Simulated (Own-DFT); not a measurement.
# Point defects and the pressure they add: D0_22 TiAl3

Calculated, not measured: single-point runs of Own-DFT, a retired in-house plane-wave DFT program that no person has reviewed, on unrelaxed cells, without spin or spin-orbit coupling.

Settings: PBE; PseudoDojo norm-conserving scalar-relativistic files; cutoff 42 hartree; 4 x 4 x 4 k mesh centred on Gamma; cold (Marzari-Vanderbilt) smearing of 0.2 eV.

Caveats: forces on such cells failed a check on a denser k mesh; stress not checked against mesh or cutoff.

All runs share one cell, with vectors in Å (-2.365, -6.981, 4.326); (-7.667, 3.491, 1.442); (-2.950, -3.488, -7.241) and a volume of 625.4 Å³. Atoms were moved at random from their sites; u is the rms move along one axis. The defect's site can differ from row to row.

```
                     cell   formula   u (Å)  P (GPa)
                no defect  Al30Ti10  0.0211     1.99
                no defect  Al30Ti10  0.0496     2.65
                no defect  Al30Ti10  0.0518     2.60
 two Al on a Ti site each   Al32Ti8  0.0289     2.89
 two Al on a Ti site each   Al32Ti8  0.0530     3.47
 two Al on a Ti site each   Al32Ti8  0.0539     3.38
         two Al vacancies  Al28Ti10  0.0252     1.17
         two Al vacancies  Al28Ti10  0.0321     1.20
         two Al vacancies  Al28Ti10  0.0462        ?
         two Al vacancies  Al28Ti10  0.0481     1.97
two Ti on an Al site each  Al28Ti12  0.0305     3.14
two Ti on an Al site each  Al28Ti12  0.0305     3.34
two Ti on an Al site each  Al28Ti12  0.0488     3.72
```

## What the rows give

P = P0 + c u² + a shift for each defect gives P0 = 1.80 GPa, c = 328 ± 43 GPa/Å² and a scatter of 0.13 GPa. The shifts, and each times the cell's volume:

- two Ti on an Al site each: 1.14 ± 0.11 GPa, 4.4 eV (2.2 eV for each of its 2 sites)
- two Al on a Ti site each: 0.73 ± 0.11 GPa, 2.9 eV (1.4 eV for each of its 2 sites)
- two Al vacancies: -0.79 ± 0.11 GPa, -3.1 eV (-1.5 eV for each of its 2 sites)

Positive is outwards. The product with the volume (160.2 GPa Å³ to the eV) is nearly free of the cell's size; divided by the bulk modulus at the cell's pressure it gives the volume that the defect adds. The atoms around the defects weren't relaxed, which would change these numbers.

## Test on the hidden row

Question: what pressure belongs in the blank (two Al vacancies, u = 0.0462 Å)?

The fit gives 1.71 ± 0.15 GPa. Computed: 1.47 GPa.
